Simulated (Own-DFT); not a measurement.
# Shaking the atoms of beta-Si3N4, 42 atoms (N24Si18)

All numbers below are calculated, not measured. They come from Own-DFT, an in-house plane-wave density functional program, since retired, whose code no person has reviewed. Each row is one single-point run on a periodic cell that was not relaxed, without spin or spin-orbit coupling.

Settings of every run: PBE; PseudoDojo norm-conserving scalar-relativistic files; cutoff 42 hartree; 3 x 3 x 3 k mesh centred on Gamma; Fermi-Dirac smearing of 0.1 eV.

Known limits, some of them of some rows only: some atoms lie very close together; forces on such cells passed a denser k mesh, each cell not checked; stress not checked against mesh or cutoff.

Cell vectors in Å: (7.606, 0.000, 0.000); (-3.803, 6.587, 0.000); (0.000, 0.000, 8.727). In each run every atom was moved at random and independently from its ideal site; u is the rms move along one axis. E is the free energy for each atom above the fitted value at u = 0, and F the rms of the force components.

```
run,u (Å),E (meV/atom),F (eV/Å),largest force (eV/Å),P (GPa)
1,0.0188,17.1,0.849,3.18,5.46
2,0.0189,17.0,0.835,2.94,5.54
3,0.0228,30.9,1.080,3.82,5.92
4,0.0449,81.4,1.656,6.86,7.12
5,0.0483,100.6,1.851,5.77,7.83
6,0.0499,?,?,?,?
7,0.0975,532.1,5.156,16.42,19.55
8,0.1028,512.7,5.875,31.57,19.80
9,0.1028,532.7,5.295,24.63,17.27
10,0.1657,1089.3,5.989,18.23,27.52
```

## Worked fit

For small independent moves the energy grows as E = (3/2) K u², with K the mean stiffness felt by one atom. The runs with u up to 0.11 Å give K = 32.7 ± 1.8 eV/Å², with residuals divided by u² + 0.0006 Å², since the noise grows with the moves. The scatter is 14.7 meV/atom at u = 0.05 Å. The forces follow F = G u with G = 47.1 eV/Å²; no force at u = 0 is resolved. G exceeds K because the moves of its neighbours add to the force on an atom, and stiffness differs between atoms. At u = 0.166 Å the parabola gives 1345 meV/atom and the run 1089. The pressure follows P = 4.92 + 1355 u² GPa: at fixed volume, shortened bonds push harder than stretched ones pull.

## Withheld run

Question: what energy and rms force should run 6 give?

The fit gives 122 ± 16 meV/atom and about 2.35 eV/Å. The calculation gave 118.2 meV/atom and 2.027 eV/Å.
